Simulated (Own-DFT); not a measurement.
# How strain changes the stress of wurtzite AlGaN with randomly placed atoms, 128 atoms (Al48Ga16N64)

These are calculations, not measurements. They come from Own-DFT, an in-house plane-wave density functional program, since retired, whose code no person has reviewed. Each row is one single-point run on a periodic cell that was not relaxed, without spin or spin-orbit coupling.

Settings of every run: PBE; PseudoDojo norm-conserving scalar-relativistic files (stringent for Ga); cutoff 96 hartree; 3 x 3 x 3 k mesh centred on Gamma; Gaussian smearing of 0.01 eV.

Known limits: k mesh not checked against a denser one; stress not checked against mesh or cutoff.

Unstrained cell vectors in Å: (12.525, 0.000, 0.000); (-6.263, 10.847, 0.000); (0.000, 0.000, 10.066). The unstrained cell has measured lattice constants (interpolated for alloys), not those of this functional. That, the random moves and any unrelaxed bonds set the pressure at no strain. Each run strains this cell uniformly, with the atoms carried along. Every atom was also moved at random, by a Gaussian of width 0.05 Å on each axis. The random placing of the alloy's atoms differs from row to row. Strain is the symmetric tensor, in per cent. Stress is positive in tension, and the pressure is minus a third of its trace.

| run | e_xx (%) | e_yy (%) | e_zz (%) | s_xx (GPa) | s_yy (GPa) | s_zz (GPa) | P (GPa) | E (meV/atom) |
|---|---|---|---|---|---|---|---|---|
| 1 | 1.75 | 1.75 | 0.00 | 3.92 | 3.10 | -5.11 | -0.64 | 6.8 |
| 2 | 0.25 | 0.25 | 0.00 | -6.51 | -3.78 | -5.74 | 5.34 | 16.3 |
| 3 | 2.75 | 2.75 | 0.00 | 8.29 | 7.17 | -3.15 | -4.11 | 13.0 |
| 4 | -1.50 | -1.50 | 0.00 | -16.22 | -16.55 | -8.92 | 13.90 | 54.8 |
| 5 | -1.75 | -1.75 | 0.00 | -15.62 | -19.06 | -8.97 | 14.55 | 42.4 |
| 6 | 1.25 | 1.25 | 0.00 | 0.10 | 1.59 | -5.71 | 1.34 | 10.3 |
| 7 | -2.50 | -2.50 | 0.00 | -21.39 | -20.76 | -13.05 | 18.40 | 61.4 |
| 8 | 1.50 | 1.50 | 0.00 | 2.39 | 1.89 | -4.93 | 0.22 | 0.0 |
| 9 | -2.00 | -2.00 | 0.00 | ? | ? | ? | ? | ? |

E is the free energy for each atom above the lowest run shown.

## Worked fit

The change of volume is close to e_xx + e_yy + e_zz. A straight line through the runs shown gives P = 7.15 - 218 x (fractional change of volume) GPa, with an error of 6 on the slope and a scatter of 0.56 GPa. The strain isn't the same on all axes and the cell isn't cubic, so the slope belongs to this path and is not the bulk modulus.

## Withheld run

Question: what pressure should run 9 give? Its volume changes by -3.96 %.

The line gives 15.8 GPa. The calculation gave 15.94 GPa.
